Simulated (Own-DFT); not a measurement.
# Point defects and the pressure they add: 4H SiC

Calculated, not measured: single-point runs of Own-DFT, a retired in-house plane-wave DFT program that no person has reviewed, on unrelaxed cells, without spin or spin-orbit coupling.

Method: PBE; PseudoDojo norm-conserving scalar-relativistic files; cutoff 42 hartree; 4 x 4 x 3 k mesh centred on Gamma; Fermi-Dirac smearing of 0.1 eV.

Limits (not all hold for every row): some atoms lie very close together; not probed for a lower state with spin; forces on such cells failed a check on a denser k mesh; forces on such cells passed a denser k mesh, each cell not checked; stress not checked against mesh or cutoff.

All runs share one cell, with vectors in Å (9.248, 0.000, 0.000); (-4.624, 8.009, 0.000); (0.000, 0.000, 10.068) and a volume of 745.7 Å³. The atoms are randomly displaced, by u rms on each axis. The defect's site can differ from row to row.

```
                  cell    formula   u (Å)  P (GPa)
             no defect    C36Si36  0.0299     3.69
             no defect    C36Si36  0.0623     6.20
             no defect    C36Si36  0.0634     6.10
    one Si on a C site    C35Si37  0.0486    11.52
    one Si on a C site    C35Si37  0.0488    11.48
    one Si on a C site    C35Si37  0.0522    12.69
    one C on a Si site    C37Si35  0.0448     3.19
    one C on a Si site    C37Si35  0.0479     2.87
    one C on a Si site    C37Si35  0.0511     3.16
         one C vacancy    C35Si36  0.0284        ?
         one C vacancy    C35Si36  0.0284     3.37
         one C vacancy    C35Si36  0.0413     4.23
         one C vacancy    C35Si36  0.0475     4.33
two N on a C site each  C34N2Si36  0.0286     2.67
two N on a C site each  C34N2Si36  0.0463     3.93
two N on a C site each  C34N2Si36  0.0504     4.05
```

## Analysis

P = P0 + c u² + a shift for each defect gives P0 = 2.98 GPa, c = 802 ± 101 GPa/Å² and a scatter of 0.31 GPa. The shifts, and each times the cell's volume:

- one Si on a C site: 6.92 ± 0.25 GPa, 32.2 eV
- one C vacancy: -0.28 ± 0.28 GPa, -1.3 eV (not resolved)
- two N on a C site each: -0.90 ± 0.27 GPa, -4.2 eV (-2.1 eV for each of its 2 sites)
- one C on a Si site: -1.75 ± 0.26 GPa, -8.2 eV

Against the defect-free cell, a freed cell would be larger where the shift is positive and smaller where it is negative (160.2 GPa Å³ is 1 eV). The atoms around the defects weren't relaxed, which would change these numbers.

## Prediction

The question: what pressure belongs in the blank (one C vacancy, u = 0.0284 Å)?

The fitted form gives 3.34 ± 0.36 GPa. The hidden result is 3.53 GPa.
